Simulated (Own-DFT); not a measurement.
# Energy and forces against displacement in grey tin, 64 atoms (Sn64)

All numbers below are calculated, not measured. The program, named Own-DFT, is a retired in-house plane-wave density functional code that no person has reviewed. Each row is one single-point run on a periodic cell that was not relaxed, without spin or spin-orbit coupling.

Settings of every run: PBE; PseudoDojo norm-conserving scalar-relativistic files; cutoff 42 hartree; 3 x 3 x 3 k mesh centred on Gamma; cold (Marzari-Vanderbilt) smearing of 0.2 eV.

Known limits: forces on such cells moved up to 12 meV/angstrom on a denser k mesh; stress not checked against mesh or cutoff.

Cell vectors in Å: (12.978, 0.000, 0.000); (0.000, 12.978, 0.000); (0.000, 0.000, 12.978). In each run every atom was moved at random and independently from its ideal site; u is the rms move along one axis. E is the free energy for each atom above the fitted value at u = 0, and F the rms of the force components.

```
run   u (Å)  E (meV/atom)  F (eV/Å)  largest force (eV/Å)  P (GPa)
  1  0.0194           4.3     0.219                  0.67     3.38
  2  0.0195           4.6     0.224                  0.77     3.38
  3  0.0208           5.8     0.252                  0.90     3.40
  4  0.0488          26.8     0.503                  1.97     3.59
  5  0.0500             ?         ?                     ?        ?
  6  0.0513          31.6     0.555                  1.90     3.64
  7  0.0939         109.9     1.099                  4.34     4.35
  8  0.1010         121.5     1.122                  4.37     4.43
  9  0.1058         142.1     1.206                  6.92     4.68
 10  0.1478         259.2     1.667                  5.91     5.67
```

## Worked fit

For small independent moves the energy grows as E = (3/2) K u², with K the mean stiffness felt by one atom. The runs with u up to 0.11 Å give K = 8.1 ± 0.2 eV/Å², with residuals divided by u² + 0.0006 Å², since the noise grows with the moves. The scatter is 1.4 meV/atom at u = 0.05 Å. The forces follow F = G u with G = 11.3 eV/Å²; no force at u = 0 is resolved. G exceeds K because the moves of its neighbours add to the force on an atom, and stiffness differs between atoms. At u = 0.148 Å the parabola gives 266 meV/atom and the run 259. The pressure follows P = 3.34 + 114 u² GPa: at fixed volume, shortened bonds push harder than stretched ones pull.

## Withheld run

Question: what energy and rms force should run 5 give?

The fit gives 30 ± 2 meV/atom and about 0.57 eV/Å. The calculation gave 31.4 meV/atom and 0.563 eV/Å.
